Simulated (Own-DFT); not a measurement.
Al$_{31}$GaO$_{48}$ (corundum with substituted atoms, atoms displaced) (calculated)

A calculation, not a measurement: plane-wave PBE density functional theory by an unreviewed code, no spin, of a simulated periodic cell, stress positive in tension, free energy of the whole cell less one offset for each atom, defect cell not probed for a lower state with spin; oxygen file: force components 24 meV/angstrom off all-electron in one glass; forces on such cells passed a denser k mesh, this cell's mesh not checked; offsets are fitted by least squares, one for each functional and potential file, so energies compare only between cells with the same atoms and settings and are not formation energies; the far tail of each file's local potential was reset to the Coulomb form; each entry is a single point on an unrelaxed cell, so the pressure reflects the starting lattice, mostly measured values, from which strain is counted, and rises with the displacements; printed positions are rounded, which can move forces by about a meV/angstrom; the program is a retired in-house code; no spin-orbit coupling; before rounding, a Quantum ESPRESSO 7.3.1 run of the same cell and cutoff gave forces within 1 meV/angstrom rms on each cell, which checks the program and not the settings. Program: Own-DFT development build.

Common to all runs: functional PBE; potential files PseudoDojo norm-conserving, scalar-relativistic, standard set; wave cutoff 72 hartree; occupations Fermi-Dirac; smearing width 0.1 eV; k mesh 3 x 3 x 3 centred on Gamma.

```json
{"entry": 1, "formula": "Al31GaO48", "kind": "corundum with substituted atoms, atoms displaced", "structure": {"cell_angstrom": [[5.494, 0.0, 8.6604], [-2.747, 4.7579, 8.6604], [-2.747, -4.7579, 8.6604]], "atoms_fractional": [["Al", 0.17115, 0.18242, 0.17819], ["Al", 0.32469, 0.3239, 0.32497], ["Al", 0.43114, 0.41893, 0.43079], ["Al", 0.07647, 0.07884, 0.07107], ["O", 0.27832, 0.47339, 0.1195], ["O", 0.48206, 0.12254, 0.27445], ["O", 0.12592, 0.28326, 0.46908], ["O", 0.22032, 0.02313, 0.38009], ["O", 0.03166, 0.36835, 0.2284], ["O", 0.3771, 0.22211, 0.02397], ["Al", 0.17549, 0.16909, 0.67751], ["Ga", 0.31706, 0.33054, 0.82233], ["Al", 0.43505, 0.42835, 0.92064], ["Al", 0.07447, 0.07643, 0.57156], ["O", 0.2767, 0.47298, 0.63087], ["O", 0.47517, 0.12148, 0.77673], ["O", 0.1271, 0.2811, 0.97271], ["O", 0.22478, 0.02637, 0.86764], ["O", 0.03116, 0.3708, 0.7216], ["O", 0.37275, 0.21685, 0.53161], ["Al", 0.18059, 0.6776, 0.1762], ["Al", 0.33039, 0.81743, 0.32464], ["Al", 0.42607, 0.92809, 0.42686], ["Al", 0.06891, 0.57613, 0.07271], ["O", 0.28696, 0.97175, 0.1235], ["O", 0.46721, 0.61957, 0.27914], ["O", 0.12103, 0.78559, 0.46778], ["O", 0.22023, 0.52869, 0.37678], ["O", 0.02931, 0.87379, 0.21909], ["O", 0.38006, 0.72163, 0.02484], ["Al", 0.17403, 0.67753, 0.67591], ["Al", 0.32705, 0.82049, 0.82793], ["Al", 0.42782, 0.92957, 0.92189], ["Al", 0.0764, 0.57388, 0.57516], ["O", 0.282, 0.96364, 0.62581], ["O", 0.46633, 0.62062, 0.78034], ["O", 0.12886, 0.77538, 0.97057], ["O", 0.2238, 0.52901, 0.8685], ["O", 0.02818, 0.87935, 0.72172], ["O", 0.37714, 0.72247, 0.53075], ["Al", 0.67464, 0.1723, 0.17695], ["Al", 0.81943, 0.32272, 0.32615], ["Al", 0.93623, 0.4294, 0.41933], ["Al", 0.56894, 0.07484, 0.07484], ["O", 0.7779, 0.47102, 0.12726], ["O", 0.9745, 0.12276, 0.27674], ["O", 0.62534, 0.27814, 0.46879], ["O", 0.72332, 0.0278, 0.37221], ["O", 0.52633, 0.37571, 0.2238], ["O", 0.87575, 0.21939, 0.02416], ["Al", 0.67186, 0.17611, 0.67761], ["Al", 0.8286, 0.3237, 0.81988], ["Al", 0.92968, 0.42687, 0.92411], ["Al", 0.57529, 0.07249, 0.57706], ["O", 0.77597, 0.47261, 0.62553], ["O", 0.97269, 0.12283, 0.78255], ["O", 0.62666, 0.27958, 0.96905], ["O", 0.71806, 0.0248, 0.87032], ["O", 0.52655, 0.37953, 0.72006], ["O", 0.87349, 0.22402, 0.53155], ["Al", 0.67197, 0.67213, 0.18153], ["Al", 0.81985, 0.82304, 0.32832], ["Al", 0.9273, 0.92533, 0.42349], ["Al", 0.57302, 0.57002, 0.07974], ["O", 0.78138, 0.96827, 0.11997], ["O", 0.9696, 0.62673, 0.27752], ["O", 0.62798, 0.77941, 0.4676], ["O", 0.72531, 0.5263, 0.37671], ["O", 0.52649, 0.87243, 0.22599], ["O", 0.87436, 0.72586, 0.02312], ["Al", 0.6752, 0.678, 0.67975], ["Al", 0.81881, 0.83207, 0.81919], ["Al", 0.92338, 0.92902, 0.92965], ["Al", 0.57546, 0.57809, 0.57269], ["O", 0.77447, 0.97589, 0.62696], ["O", 0.98178, 0.61455, 0.77405], ["O", 0.62234, 0.77984, 0.96875], ["O", 0.7233, 0.52759, 0.87602], ["O", 0.52805, 0.86937, 0.72338], ["O", 0.87552, 0.71848, 0.5272]]}, "results": {"free_energy_of_cell_above_offsets [eV]": "-56.374", "pressure [GPa]": 8.94, "stress_xx [GPa]": -8.88, "stress_yy [GPa]": -10.01, "stress_zz [GPa]": -7.93, "stress_yz [GPa]": -0.04, "stress_xz [GPa]": -0.43, "stress_xy [GPa]": 0.2, "force_element": ["Al", "Al", "Al", "Al", "O", "O", "O", "O", "O", "O", "Al", "Ga", "Al", "Al", "O", "O", "O", "O", "O", "O", "Al", "Al", "Al", "Al", "O", "O", "O", "O", "O", "O", "Al", "Al", "Al", "Al", "O", "O", "O", "O", "O", "O", "Al", "Al", "Al", "Al", "O", "O", "O", "O", "O", "O", "Al", "Al", "Al", "Al", "O", "O", "O", "O", "O", "O", "Al", "Al", "Al", "Al", "O", "O", "O", "O", "O", "O", "Al", "Al", "Al", "Al", "O", "O", "O", "O", "O", "O"], "force_x [eV/angstrom]": [1.706, 0.188, -1.281, 0.317, -0.092, -1.204, 0.511, 0.179, -0.716, -0.469, -0.052, 1.705, -0.886, -0.26, 1.152, 0.275, -2.021, -0.602, 0.028, 0.545, -0.074, -1.124, 0.198, 1.03, -0.516, 0.13, 0.793, 0.307, -0.272, -0.501, -0.099, -0.127, -0.287, 0.051, -0.756, 0.407, -0.571, -1.864, 0.116, -0.055, 0.603, 0.666, -1.562, 0.857, 0.171, -0.502, 0.053, -0.271, 0.371, -0.031, -0.097, -0.556, -0.459, 0.063, 0.366, 0.374, 0.371, -0.841, 1.346, 0.1, 0.763, 1.145, -0.178, 0.423, -1.348, 0.359, -0.817, -0.155, 0.372, -0.268, 0.854, 0.679, 1.516, 0.303, 1.066, -1.782, 0.517, -0.078, -0.054, -0.15], "force_y [eV/angstrom]": [-1.011, 0.673, 0.37, -0.599, -0.922, -0.274, -1.015, 0.997, 1.201, -1.07, 0.514, -1.294, -1.059, -0.588, 3.367, 0.371, -1.564, -0.944, 0.199, 0.395, 0.108, 0.572, -0.267, 0.388, 0.323, 0.224, -1.077, -0.169, 0.38, -0.352, 0.461, 0.044, -0.944, 0.013, 0.645, 1.736, 0.068, -0.161, -0.365, 0.241, 0.905, -0.189, -0.85, 0.268, 0.141, 0.377, -0.685, -0.462, -0.542, -0.308, 0.659, -0.041, -0.404, 0.042, 0.162, 0.626, -0.461, -0.404, 0.014, 0.011, 0.851, 0.642, 0.16, 0.997, -0.529, 0.359, -0.551, 0.576, 0.147, -0.746, -0.533, -1.446, 0.123, -0.589, 0.676, 1.111, -0.736, -0.079, 0.944, 0.148], "force_z [eV/angstrom]": [-0.115, -0.047, -0.894, -0.823, 0.737, -0.586, -0.15, 0.302, 0.08, 0.924, 0.317, 0.967, -1.503, -0.404, -2.334, -0.46, -1.729, 1.485, 0.241, 0.613, -1.125, 0.211, -0.542, 0.631, -0.883, 1.24, 0.335, 0.126, 0.656, -0.125, 0.969, -1.054, -0.163, -0.863, 0.571, 1.834, 0.007, 1.489, -0.862, -1.083, 0.378, 1.251, -0.914, -0.305, -0.105, 0.123, 0.19, 0.503, -0.391, 0.955, 1.173, 0.109, -0.9, -1.042, 0.406, -0.431, 0.099, 1.625, 0.129, -0.56, 0.646, -0.042, -0.225, -0.378, 0.732, 0.186, -0.094, -0.775, -0.098, -0.513, -0.832, 0.597, -0.93, -0.267, -1.272, 0.979, 0.459, 0.094, 0.745, 0.704]}}
{"entry": 2, "formula": "Al31GaO48", "kind": "corundum with substituted atoms, atoms displaced", "structure": {"cell_angstrom": [[5.494, 0.0, 8.6604], [-2.747, 4.7579, 8.6604], [-2.747, -4.7579, 8.6604]], "atoms_fractional": [["Al", 0.1741, 0.17597, 0.17969], ["Al", 0.32165, 0.32424, 0.32806], ["Al", 0.42103, 0.42513, 0.42767], ["Al", 0.0778, 0.07708, 0.07179], ["O", 0.28279, 0.46911, 0.12367], ["O", 0.47474, 0.12062, 0.28134], ["O", 0.12533, 0.27516, 0.47285], ["O", 0.2317, 0.01948, 0.37065], ["O", 0.02653, 0.37831, 0.22297], ["O", 0.36831, 0.22057, 0.02956], ["Al", 0.17555, 0.17612, 0.67647], ["Al", 0.32801, 0.32448, 0.81913], ["Al", 0.43143, 0.42974, 0.9163], ["Al", 0.07212, 0.07624, 0.57263], ["O", 0.27377, 0.47017, 0.6306], ["O", 0.47399, 0.12064, 0.77984], ["O", 0.12958, 0.27715, 0.97094], ["O", 0.22244, 0.02302, 0.87705], ["O", 0.02849, 0.37203, 0.71506], ["O", 0.3734, 0.22039, 0.53082], ["Al", 0.17229, 0.67571, 0.17757], ["Al", 0.32321, 0.82036, 0.32468], ["Al", 0.43057, 0.92317, 0.42888], ["Al", 0.07426, 0.57242, 0.07668], ["O", 0.27538, 0.97249, 0.12713], ["O", 0.47583, 0.63173, 0.27115], ["O", 0.12438, 0.77801, 0.46949], ["O", 0.22038, 0.52836, 0.37268], ["O", 0.02571, 0.8772, 0.21954], ["O", 0.37798, 0.72181, 0.02632], ["Al", 0.17337, 0.67361, 0.68124], ["Al", 0.32364, 0.82156, 0.82207], ["Al", 0.42393, 0.93194, 0.91773], ["Al", 0.07523, 0.57182, 0.57253], ["O", 0.28171, 0.97643, 0.62663], ["O", 0.47028, 0.62056, 0.77369], ["O", 0.12615, 0.78289, 0.96556], ["O", 0.22204, 0.5291, 0.87498], ["O", 0.02412, 0.87217, 0.72438], ["O", 0.36915, 0.72096, 0.52626], ["Al", 0.67541, 0.18427, 0.16867], ["Al", 0.81692, 0.33414, 0.32268], ["Al", 0.92101, 0.4365, 0.42141], ["Al", 0.57594, 0.0792, 0.06911], ["O", 0.78168, 0.46761, 0.12317], ["O", 0.97205, 0.13077, 0.27914], ["O", 0.625, 0.27328, 0.47446], ["O", 0.72041, 0.03536, 0.37291], ["O", 0.5372, 0.36858, 0.22057], ["O", 0.87442, 0.21805, 0.03299], ["Al", 0.6745, 0.17504, 0.67112], ["Al", 0.82186, 0.32915, 0.82277], ["Al", 0.92162, 0.42468, 0.92934], ["Al", 0.57379, 0.07772, 0.57289], ["O", 0.77876, 0.47023, 0.62227], ["O", 0.97594, 0.1265, 0.77033], ["O", 0.62556, 0.27766, 0.9768], ["O", 0.72273, 0.02785, 0.87247], ["O", 0.53318, 0.37828, 0.71658], ["O", 0.87024, 0.22028, 0.53462], ["Al", 0.68051, 0.67487, 0.17388], ["Al", 0.82426, 0.82736, 0.32844], ["Al", 0.92951, 0.92853, 0.41746], ["Al", 0.57797, 0.56929, 0.07365], ["O", 0.78222, 0.97524, 0.12583], ["O", 0.97599, 0.62558, 0.27927], ["O", 0.63023, 0.77321, 0.47549], ["O", 0.71611, 0.52513, 0.3838], ["O", 0.52265, 0.88062, 0.2246], ["O", 0.87394, 0.72637, 0.02137], ["Ga", 0.67205, 0.67481, 0.67973], ["Al", 0.82245, 0.82843, 0.82396], ["Al", 0.92737, 0.92766, 0.92312], ["Al", 0.57195, 0.58011, 0.57225], ["O", 0.77709, 0.97478, 0.62555], ["O", 0.97679, 0.62756, 0.77319], ["O", 0.61914, 0.77811, 0.97782], ["O", 0.71998, 0.53307, 0.87767], ["O", 0.52716, 0.8737, 0.72372], ["O", 0.87485, 0.72263, 0.5234]]}, "results": {"free_energy_of_cell_above_offsets [eV]": "-56.278", "pressure [GPa]": 8.81, "stress_xx [GPa]": -8.53, "stress_yy [GPa]": -9.08, "stress_zz [GPa]": -8.82, "stress_yz [GPa]": -0.15, "stress_xz [GPa]": 0.16, "stress_xy [GPa]": -0.31, "force_element": ["Al", "Al", "Al", "Al", "O", "O", "O", "O", "O", "O", "Al", "Al", "Al", "Al", "O", "O", "O", "O", "O", "O", "Al", "Al", "Al", "Al", "O", "O", "O", "O", "O", "O", "Al", "Al", "Al", "Al", "O", "O", "O", "O", "O", "O", "Al", "Al", "Al", "Al", "O", "O", "O", "O", "O", "O", "Al", "Al", "Al", "Al", "O", "O", "O", "O", "O", "O", "Al", "Al", "Al", "Al", "O", "O", "O", "O", "O", "O", "Ga", "Al", "Al", "Al", "O", "O", "O", "O", "O", "O"], "force_x [eV/angstrom]": [0.336, 0.807, 0.499, 0.125, -0.265, -0.413, -0.084, -2.154, -0.461, 1.317, 0.234, -0.591, -0.927, 0.412, 0.923, -0.344, -0.785, -0.449, -1.183, -0.024, 0.882, -0.118, -0.411, 0.553, 0.311, 0.233, 0.04, 0.427, 0.223, -0.264, -0.079, -0.23, -0.148, -0.82, 0.723, -1.055, -0.178, 0.066, 0.501, 0.663, 0.487, 0.99, 0.914, -0.562, -0.776, -0.08, -0.742, 0.322, -1.851, 0.571, 0.221, 1.211, 1.471, 0.706, -0.069, -0.989, 0.012, -0.692, -0.372, 0.549, -1.538, -0.051, -0.761, -1.764, 0.283, -0.328, -0.584, 0.842, 1.762, 0.187, 0.658, -0.039, -0.352, -0.067, 0.577, -0.784, 1.064, 1.294, -0.922, 0.911], "force_y [eV/angstrom]": [-0.245, -0.117, 0.45, -0.451, 0.299, 0.752, 0.85, -0.047, -0.028, 0.805, -0.587, -1.015, -1.834, 0.083, 0.693, 1.107, 0.515, 0.706, 0.122, 0.608, 1.042, 0.862, 0.921, 0.859, 0.316, -2.066, -0.195, -0.499, 0.034, -0.517, 0.641, -0.187, -2.166, 0.264, -0.06, 0.666, -1.109, -0.227, 0.907, -0.604, -2.273, -1.687, -1.717, -1.228, 0.123, -0.088, 1.154, -0.485, 0.583, 1.49, -0.347, -0.38, 0.57, -0.481, -0.701, -0.757, 1.249, 0.126, -0.923, 0.988, 0.892, 0.891, -0.363, 0.539, 0.122, 0.43, 1.394, 1.529, -0.33, -1.452, 0.494, -0.145, 0.143, -0.351, -0.039, -1.026, 0.778, -1.323, 1.062, -0.003], "force_z [eV/angstrom]": [-0.169, -1.094, 0.915, -0.137, 0.003, 0.423, -0.162, 0.947, -0.064, 1.286, -0.594, 0.467, -0.764, -0.458, -0.72, 0.261, -0.896, 0.311, 1.244, 0.443, 0.503, 0.656, -0.826, -0.163, -0.64, -1.161, -0.367, 0.611, 0.524, -0.845, -0.218, 0.806, 0.412, 0.435, -1.401, 0.876, -0.291, 0.137, 0.886, 1.314, -0.35, -0.054, -0.092, -0.633, 0.636, -0.519, 0.028, -0.13, 0.691, 0.406, 1.243, -0.771, 0.765, -0.647, 0.208, 0.277, -0.679, 0.59, -0.775, -0.021, -0.007, -0.644, 0.932, 0.78, -1.041, -0.709, -1.49, -0.49, 0.053, 0.792, 1.134, -0.867, 0.233, -0.855, -0.857, -1.055, 0.222, -0.399, 0.535, 1.072]}}
{"entry": 3, "formula": "Al31GaO48", "kind": "corundum with substituted atoms, atoms displaced", "structure": {"cell_angstrom": [[5.494, 0.0, 8.6604], [-2.747, 4.7579, 8.6604], [-2.747, -4.7579, 8.6604]], "atoms_fractional": [["Al", 0.16984, 0.17856, 0.17578], ["Al", 0.32454, 0.31235, 0.33547], ["Al", 0.42399, 0.42643, 0.42603], ["Al", 0.07801, 0.07392, 0.06919], ["O", 0.28065, 0.4677, 0.12505], ["O", 0.47371, 0.12333, 0.27607], ["O", 0.12873, 0.27921, 0.47165], ["O", 0.22859, 0.02601, 0.37438], ["O", 0.0228, 0.37673, 0.21954], ["O", 0.37391, 0.22103, 0.03173], ["Al", 0.17149, 0.17583, 0.6753], ["Al", 0.32823, 0.32495, 0.81739], ["Al", 0.42204, 0.43051, 0.91986], ["Al", 0.07464, 0.07516, 0.57904], ["O", 0.27791, 0.46967, 0.62516], ["O", 0.46711, 0.12436, 0.78461], ["O", 0.12284, 0.27849, 0.97079], ["O", 0.22261, 0.02784, 0.87533], ["O", 0.02637, 0.37199, 0.72263], ["O", 0.37307, 0.22308, 0.53263], ["Al", 0.17817, 0.67493, 0.18061], ["Al", 0.32554, 0.82393, 0.31921], ["Al", 0.42635, 0.92259, 0.42716], ["Al", 0.07429, 0.57344, 0.07354], ["O", 0.27104, 0.97737, 0.12594], ["O", 0.47718, 0.62224, 0.2741], ["O", 0.12481, 0.77948, 0.46749], ["O", 0.22189, 0.52955, 0.37685], ["O", 0.02329, 0.88121, 0.22115], ["O", 0.36866, 0.7189, 0.03479], ["Al", 0.17205, 0.67789, 0.67656], ["Al", 0.32755, 0.8213, 0.82554], ["Al", 0.42608, 0.9202, 0.92548], ["Al", 0.0701, 0.57764, 0.56976], ["O", 0.28424, 0.96564, 0.62217], ["O", 0.472, 0.62414, 0.77873], ["O", 0.1269, 0.77979, 0.9732], ["O", 0.22379, 0.52339, 0.87217], ["O", 0.02985, 0.87341, 0.71864], ["O", 0.37688, 0.72046, 0.52962], ["Al", 0.67843, 0.17617, 0.17529], ["Al", 0.82682, 0.33258, 0.31546], ["Al", 0.92344, 0.42063, 0.42939], ["Al", 0.57661, 0.07104, 0.07221], ["O", 0.77433, 0.47409, 0.12891], ["O", 0.97519, 0.12577, 0.27379], ["O", 0.62569, 0.28113, 0.47094], ["O", 0.72161, 0.03108, 0.37043], ["O", 0.52641, 0.37868, 0.22637], ["O", 0.87629, 0.21824, 0.03133], ["Al", 0.6789, 0.1699, 0.67386], ["Al", 0.82822, 0.32065, 0.82141], ["Ga", 0.92902, 0.42782, 0.92077], ["Al", 0.57566, 0.07106, 0.57639], ["O", 0.78232, 0.47407, 0.62111], ["O", 0.9668, 0.12946, 0.78], ["O", 0.63306, 0.27294, 0.97163], ["O", 0.71926, 0.03188, 0.87574], ["O", 0.52795, 0.37902, 0.71871], ["O", 0.88037, 0.22229, 0.53099], ["Al", 0.67686, 0.67691, 0.172], ["Al", 0.81896, 0.82172, 0.33079], ["Al", 0.92601, 0.93037, 0.42507], ["Al", 0.56762, 0.57283, 0.0798], ["O", 0.7793, 0.96705, 0.13021], ["O", 0.97036, 0.6282, 0.28088], ["O", 0.62548, 0.77826, 0.47081], ["O", 0.72005, 0.52494, 0.37992], ["O", 0.52514, 0.86785, 0.23048], ["O", 0.8772, 0.71906, 0.02823], ["Al", 0.67393, 0.67683, 0.68034], ["Al", 0.82866, 0.8161, 0.82549], ["Al", 0.9211, 0.92916, 0.91882], ["Al", 0.58442, 0.56817, 0.56726], ["O", 0.77819, 0.97793, 0.62362], ["O", 0.97302, 0.62299, 0.77864], ["O", 0.6296, 0.77874, 0.96975], ["O", 0.71971, 0.53411, 0.87022], ["O", 0.5306, 0.87608, 0.72446], ["O", 0.87052, 0.71447, 0.53837]]}, "results": {"free_energy_of_cell_above_offsets [eV]": "-56.520", "pressure [GPa]": 8.81, "stress_xx [GPa]": -9.51, "stress_yy [GPa]": -8.2, "stress_zz [GPa]": -8.73, "stress_yz [GPa]": -0.3, "stress_xz [GPa]": 0.24, "stress_xy [GPa]": -0.24, "force_element": ["Al", "Al", "Al", "Al", "O", "O", "O", "O", "O", "O", "Al", "Al", "Al", "Al", "O", "O", "O", "O", "O", "O", "Al", "Al", "Al", "Al", "O", "O", "O", "O", "O", "O", "Al", "Al", "Al", "Al", "O", "O", "O", "O", "O", "O", "Al", "Al", "Al", "Al", "O", "O", "O", "O", "O", "O", "Al", "Al", "Ga", "Al", "O", "O", "O", "O", "O", "O", "Al", "Al", "Al", "Al", "O", "O", "O", "O", "O", "O", "Al", "Al", "Al", "Al", "O", "O", "O", "O", "O", "O"], "force_x [eV/angstrom]": [1.074, 0.977, 0.179, -0.837, -0.512, -0.215, -0.785, -1.199, 0.113, 0.182, 0.513, -0.659, 0.588, 1.275, -0.328, 1.107, 1.614, 0.552, 0.752, 0.29, -1.175, -0.309, 0.396, 0.316, 1.472, -1.107, -0.2, 0.095, 0.498, 1.232, 1.749, -0.607, -0.741, 0.52, -1.474, 0.084, -0.239, -0.954, -0.898, -0.172, -0.118, -0.377, 0.358, -1.181, -0.189, -1.132, 0.221, -0.568, 0.552, -0.054, -0.864, -1.595, -1.05, -0.35, -0.247, 1.769, -0.841, 1.012, 0.643, -0.283, -0.428, 0.795, 0.353, 1.102, 0.264, 0.636, -0.385, 1.238, 1.007, -0.111, 0.153, -0.614, -0.026, -2.106, 0.579, 0.191, -0.683, -0.868, -0.029, 0.063], "force_y [eV/angstrom]": [-0.299, 2.038, -0.21, -0.34, -0.162, -0.323, -0.641, 0.297, 0.117, 0.382, -0.513, -0.718, -1.25, 0.43, 0.547, 0.166, -0.474, 0.341, 0.921, -0.323, 0.039, -0.318, 0.276, -0.057, -0.355, 0.197, -0.49, -0.103, -0.985, 0.977, 0.048, 0.023, 0.279, -0.781, -0.168, 0.327, 0.328, 0.169, 0.064, -0.377, 0.341, -1.521, 1.039, -0.374, 0.49, -0.163, -0.45, -1.409, -0.702, 0.152, 0.898, 0.373, -1.313, 1.092, -0.496, -0.568, 0.529, -0.165, -0.796, -0.204, -0.571, 0.854, 0.601, 0.377, 0.741, -0.749, -0.562, 1.089, 1.237, 0.5, 0.054, 0.678, -1.486, -0.099, -0.74, 2.164, -0.039, -1.144, -0.359, 1.625], "force_z [eV/angstrom]": [0.606, -0.071, 0.488, -0.052, 0.195, 0.428, -0.835, -0.413, 0.867, -0.359, 1.296, 0.113, 0.761, -1.082, -0.09, -0.286, 1.046, -0.662, -0.416, -0.472, -1.453, 0.629, -0.365, 1.038, -0.304, 0.241, 0.206, -0.272, 0.032, 1.109, 0.059, -0.946, 1.384, 0.342, 0.973, 0.439, -1.041, 0.461, 0.461, -0.643, -0.645, -0.848, 1.165, 0.79, -0.243, 0.555, -0.019, 0.975, -1.141, -0.571, 1.019, 0.569, -0.016, -0.07, -0.273, -0.872, -0.488, -0.571, -0.437, -0.924, 0.314, 0.197, -0.61, 0.03, -1.003, -0.821, 0.144, -0.619, -0.05, -0.167, -1.187, -0.051, 1.836, 0.773, -0.483, 0.841, -0.611, 0.136, -0.631, 0.596]}}
```
